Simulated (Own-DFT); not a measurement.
## Calculated data, SiC (4H silicon carbide, atoms displaced)

A calculation, not a measurement: plane-wave PBE density functional theory by an unreviewed code, no spin, of a simulated periodic cell, stress positive in tension, free energy of the whole cell less one offset for each atom, forces on such cells passed a denser k mesh, this cell's mesh not checked; offsets are fitted by least squares, one for each functional and potential file, so energies compare only between cells with the same atoms and settings and are not formation energies; the far tail of each file's local potential was reset to the Coulomb form; each entry is a single point on an unrelaxed cell, so the pressure reflects the starting lattice, mostly measured values (interpolated for alloys), from which strain is counted, and rises with the displacements; printed positions are rounded, which can move forces by about a meV/angstrom; the program, named Own-DFT, is a retired in-house code; no spin-orbit coupling. Program: Own-DFT development build.

Entry: SiC (4H silicon carbide, atoms displaced)

```xyz
128
Lattice="12.3308 0.0000 0.0000 -6.1654 10.6788 0.0000 0.0000 0.0000 10.0681" Properties=species:S:1:pos:R:3 SiC
Si    12.2248     0.0065     4.2202
Si    -0.0280     1.6170     1.6541
C      5.9874    10.5411     0.9165
C     -0.0002     1.6055     3.4331
Si    -1.3105     2.6082     4.3477
Si    -1.3183     4.4922     1.5169
C     -1.5186     2.6408     0.9170
C     -1.5763     4.4985     3.5795
Si     9.1930     5.3816     4.2762
Si    -2.9138     7.2883     1.6250
C     -3.0571     5.4051     0.8310
C     -3.0428     7.2169     3.4144
Si    -4.6589     8.0697     4.2505
Si    -4.4823     9.5771     1.5180
C     -4.6427     8.1256     0.9192
C     -4.7360     9.9872     3.3644
Si    -3.1769    10.6089     4.0976
Si     3.0347     1.8520     1.4946
C      3.2203     0.0923     0.9394
C      3.0814     1.9912     3.4444
Si     1.5752     2.7594     4.0809
Si     1.4681     4.3372     1.4815
C      1.5781     2.6119     0.9500
C      1.5301     4.3783     3.5043
Si     0.0195     5.2584     3.9696
Si    -0.0452     7.0611     1.6432
C      0.0981     5.3060     1.0155
C     -0.1624     7.2233     3.4600
Si    -1.4640     8.0117     4.2394
Si    -1.6319     9.8293     1.5532
C     -1.4661     7.9818     1.0333
C     -1.4822     9.8512     3.4965
Si    -0.0521    10.6300     4.0714
Si     6.3003     1.5453     1.5162
C     -0.0160    10.6747     1.0201
C      6.1345     1.7531     3.5026
Si     4.5900     2.6132     3.8478
Si     4.4944     4.4081     1.6020
C      4.7082     2.6110     0.8555
C      4.7112     4.4888     3.6027
Si     3.1244     5.2522     4.0490
Si     2.9168     7.0569     1.5835
C      3.0822     5.4073     1.0456
C      3.1493     7.1095     3.5089
Si     1.6314     7.9488     4.0626
Si     1.6149     9.8156     1.6589
C      1.5808     7.9061     1.0681
C      1.6818     9.8198     3.6160
Si     9.1916     0.0758     4.1584
Si     9.3005     1.6958     1.4573
C      9.2142     0.0616     0.9032
C      9.1901     1.6660     3.2348
Si     7.6901     2.7369     4.1766
Si     7.7551     4.3706     1.6019
C      7.8685     2.5285     1.1230
C      7.6873     4.3186     3.5446
Si     6.0481     5.2322     4.1402
Si     6.2898     7.0768     1.6857
C      6.2840     5.3666     0.7944
C      6.1908     7.2164     3.4252
Si     4.5377     8.0537     4.0700
Si     4.5511     9.9510     1.5424
C      4.4428     8.0912     0.8322
C      4.5299     9.7187     3.5975
Si     6.1452    10.6493     9.0971
Si     6.3705     8.9438     6.6546
C      6.1391    10.6717     5.9255
C      6.2940     8.7439     8.4135
Si     7.6540     8.0485     9.1374
Si     7.7907     6.2210     6.6034
C     -4.5690     7.9697     6.0442
C      7.7412     6.1596     8.5079
Si     9.1932     5.1824     9.0581
Si     9.2011     3.6080     6.5920
C      9.2603     5.2689     5.8033
C      9.4531     3.6156     8.3288
Si    -1.5175     2.6814     9.2316
Si    10.7882     0.8790     6.4443
C     -1.4200     2.5432     5.9006
C     10.7127     0.8346     8.5702
Si     3.2641    10.6114     9.0200
Si     3.1187     8.9506     6.6569
C      9.1517     0.0451     6.0594
C      3.1119     8.8634     8.5356
Si     4.7523     8.0224     9.1564
Si     4.7007     6.1992     6.5848
C      4.6180     8.1849     5.9347
C      4.6820     6.1658     8.5983
Si     6.1845     5.3148     9.2100
Si     6.1052     3.5926     6.6756
C      6.0758     5.4594     5.8862
C      6.1974     3.3595     8.6184
Si     7.7728     2.6847     9.0010
Si     7.6756     0.9769     6.7142
C      7.7713     2.6542     6.0589
C      7.6179     0.8258     8.4539
Si     6.0502     0.0451     9.0162
Si    -0.0185     9.0379     6.5653
C      6.1119     0.1197     6.0555
C     -0.1645     9.0398     8.3035
Si     1.4857     7.8614     9.0987
Si     1.4914     6.1720     6.5654
C      1.4170     8.0482     6.1284
C      1.6558     6.1572     8.4643
Si     3.0240     5.4184     9.1444
Si     3.1128     3.6763     6.8271
C      3.1327     5.4524     6.0548
C      3.0344     3.5159     8.4661
Si     4.5971     2.7385     9.3098
Si     4.6767     1.0221     6.6830
C      4.6080     2.6243     6.1152
C      4.5364     0.9679     8.5852
Si    -3.3322    10.5624     9.1734
Si    -2.8536     8.8360     6.5936
C     -3.0264    10.6510     6.0661
C     -3.0656     8.8940     8.4918
Si    -1.4920     8.1894     9.1870
Si    -1.4576     6.3169     6.6148
C     -1.6107     7.8699     5.9072
C     -1.6436     6.1786     8.4585
Si     0.0825     5.3026     9.1571
Si     0.1567     3.6784     6.5136
C     -0.1746     5.3282     5.9920
C     -0.0243     3.7274     8.4624
Si     1.5410     2.6803     9.0813
Si     1.6474     0.8864     6.6424
C      1.5327     2.7154     5.9100
C      1.5967     0.8985     8.5358
```

* functional: PBE
* potential files: PseudoDojo norm-conserving, scalar-relativistic, standard set
* wave cutoff: 42 hartree
* occupations: Fermi-Dirac
* smearing width: 0.1 eV
* hardware: one NVIDIA H200
* k mesh: 3 x 3 x 3 centred on Gamma
* free energy of cell above offsets: 18.703 eV
* pressure: 11.19 GPa
* stress xx: -9.71 GPa
* stress yy: -9.71 GPa
* stress zz: -14.15 GPa
* stress yz: 0.51 GPa
* stress xz: -0.18 GPa
* stress xy: 1.49 GPa
* wall time: 538.9 s

Force:
| element | x (eV/Å) | y (eV/Å) | z (eV/Å) |
| --- | --- | --- | --- |
| Si | 0.306 | -2.193 | -4.612 |
| Si | -0.057 | 0.602 | -2.544 |
| C | 6.315 | 2.756 | -1.602 |
| C | 0.736 | 3.764 | 1.965 |
| Si | -2.692 | 1.366 | -12.81 |
| Si | -7.097 | -2.388 | 2.349 |
| C | 1.557 | 0.753 | 1.812 |
| C | 1.001 | -1.686 | -1.847 |
| Si | 0.104 | 0.259 | -13.89 |
| Si | -4.479 | -4.241 | -1.087 |
| C | 0.958 | -0.928 | 2.389 |
| C | -0.923 | -0.441 | 3.184 |
| Si | 0.797 | -0.053 | -3.983 |
| Si | -2.054 | 10.24 | 3.997 |
| C | 1.005 | -8.085 | -2.238 |
| C | 1.231 | -3.176 | 1.628 |
| Si | 1.786 | 2.064 | 0.396 |
| Si | 3.155 | -1.349 | 2.096 |
| C | -4.531 | -1.41 | -0.691 |
| C | -2.537 | -3.847 | -1.923 |
| Si | -0.731 | -4.115 | 0.413 |
| Si | 3.492 | 0.653 | 2.589 |
| C | -3.012 | 0.33 | -1.715 |
| C | 0.449 | 2.98 | -2.42 |
| Si | -1.92 | 2.703 | 2.394 |
| Si | 1.866 | 1.478 | 0.213 |
| C | 0.396 | 2.148 | -2.463 |
| C | 5.598 | -3.342 | -0.143 |
| Si | -3.456 | 1.698 | -5.078 |
| Si | 4.334 | -1.103 | 2.163 |
| C | 1.033 | 3.113 | -3.052 |
| C | -3.735 | -2.166 | -0.61 |
| Si | 2.994 | 2.56 | 1.954 |
| Si | -0.16 | 7.471 | 2.897 |
| C | 0.107 | -6.155 | -2.987 |
| C | 0.997 | -0.303 | -1.132 |
| Si | 3.158 | 1.597 | 4.48 |
| Si | 3.8 | 0.526 | -0.274 |
| C | -1.074 | 0.807 | 7.936 |
| C | -5.887 | -3.945 | -4.731 |
| Si | -0.655 | 1.807 | 2.078 |
| Si | 6.25 | 1.53 | 1.652 |
| C | -1.772 | -3.772 | -1.973 |
| C | -2.072 | -2.438 | -1.316 |
| Si | -2.368 | 1.58 | 1.809 |
| Si | -0.729 | -0.707 | -0.282 |
| C | -5.438 | 2.942 | -2.721 |
| C | -4.437 | -2.542 | -2.288 |
| Si | 2.41 | 0.675 | 0.093 |
| Si | 1.855 | 1.429 | 2.093 |
| C | -0.011 | -2.568 | -1.839 |
| C | 0.765 | 1.554 | 5.525 |
| Si | 0.761 | -5.028 | -1.265 |
| Si | 0.7 | 0.358 | -0.067 |
| C | -4.272 | 3.285 | -4.291 |
| C | -0.438 | 5.273 | -1.203 |
| Si | 7.115 | 4.234 | -0.76 |
| Si | -2.053 | 0.769 | -3.512 |
| C | -0.723 | -0.767 | 7.934 |
| C | -0.623 | -1.504 | 3.22 |
| Si | 2.905 | -1.145 | 1.13 |
| Si | -2.767 | -5.241 | 2.641 |
| C | 1.764 | -0.785 | 3.565 |
| C | 0.568 | 3.909 | -2.414 |
| Si | -0.462 | -0.07 | 0.523 |
| Si | -3.673 | -0.57 | -2.389 |
| C | 2.645 | 0.037 | 4.388 |
| C | -3.308 | 3.948 | 1.064 |
| Si | 4.517 | -3.539 | 0.316 |
| Si | -1.514 | -0.847 | 0.259 |
| C | 1.716 | 0.908 | 0.06 |
| C | -1.004 | 0.636 | -0.851 |
| Si | 1.348 | 4.13 | 1.499 |
| Si | 2.421 | -1.163 | -2.268 |
| C | 0.114 | 1.158 | 13 |
| C | -2.257 | -2.965 | 2.527 |
| Si | 0.838 | -0.366 | -3.622 |
| Si | -1.079 | -1.305 | 3.677 |
| C | -1.154 | 2.861 | 9.503 |
| C | 6.015 | 3.838 | -3.514 |
| Si | -7.699 | -1.92 | 2.972 |
| Si | -1.288 | -0.565 | -0.162 |
| C | 0.972 | 0.459 | -0.811 |
| C | 0.1 | -0.957 | -0.626 |
| Si | -2.362 | -1.476 | -1.17 |
| Si | -2.509 | 4.21 | 2.425 |
| C | 1.585 | -2.543 | 1.267 |
| C | -0.775 | 0.607 | -1.662 |
| Si | 0.424 | -1.096 | -5.143 |
| Si | 0.469 | -0.602 | -0.126 |
| C | 3.819 | -2.695 | 2.355 |
| C | -1.294 | 4.38 | -1.714 |
| Si | 1.294 | -2.375 | 2.412 |
| Si | 0.061 | -1.825 | -2.1 |
| C | -1.773 | 1.668 | -0.799 |
| C | 2.354 | 0.96 | 2.549 |
| Si | 0.81 | 0.785 | 2.078 |
| Si | -0.283 | -0.763 | -1.424 |
| C | 0.975 | -1.054 | -2.037 |
| C | 1.835 | -2.086 | 4.362 |
| Si | 1.201 | 3.412 | 0.448 |
| Si | 0.086 | 1.831 | 0.208 |
| C | 2.326 | -1.243 | -2.32 |
| C | -4.381 | 1.361 | -0.369 |
| Si | 4.355 | -2.453 | 1.338 |
| Si | 0.706 | -1.107 | -7.751 |
| C | -1.446 | -2.102 | -1.572 |
| C | 0.771 | 1.562 | 6.599 |
| Si | -0.039 | -1.693 | -7.872 |
| Si | -1.741 | -2.955 | 1.395 |
| C | -0.44 | 4.509 | -2.545 |
| C | -0.961 | -0.73 | -0.266 |
| Si | 6.161 | 1.419 | -0.017 |
| Si | -4.791 | 2.094 | 1.53 |
| C | 0.193 | -0.024 | -1.537 |
| C | -0.932 | -0.637 | 0.592 |
| Si | -1.551 | -3.519 | -0.658 |
| Si | -2.687 | -3.219 | 1.904 |
| C | 2.821 | 2.929 | 2.515 |
| C | 2.59 | 1.926 | 1.17 |
| Si | -1.805 | 3.14 | -0.488 |
| Si | -3.152 | -2.441 | 2.254 |
| C | 4.664 | 0.456 | -2.443 |
| C | 1.24 | -5.272 | -0.285 |
| Si | -1.18 | 0.252 | 0.633 |
| Si | -1.618 | 0.556 | -1.045 |
| C | 2.196 | -0.441 | 1.941 |
| C | -4.029 | 0.799 | -1.011 |
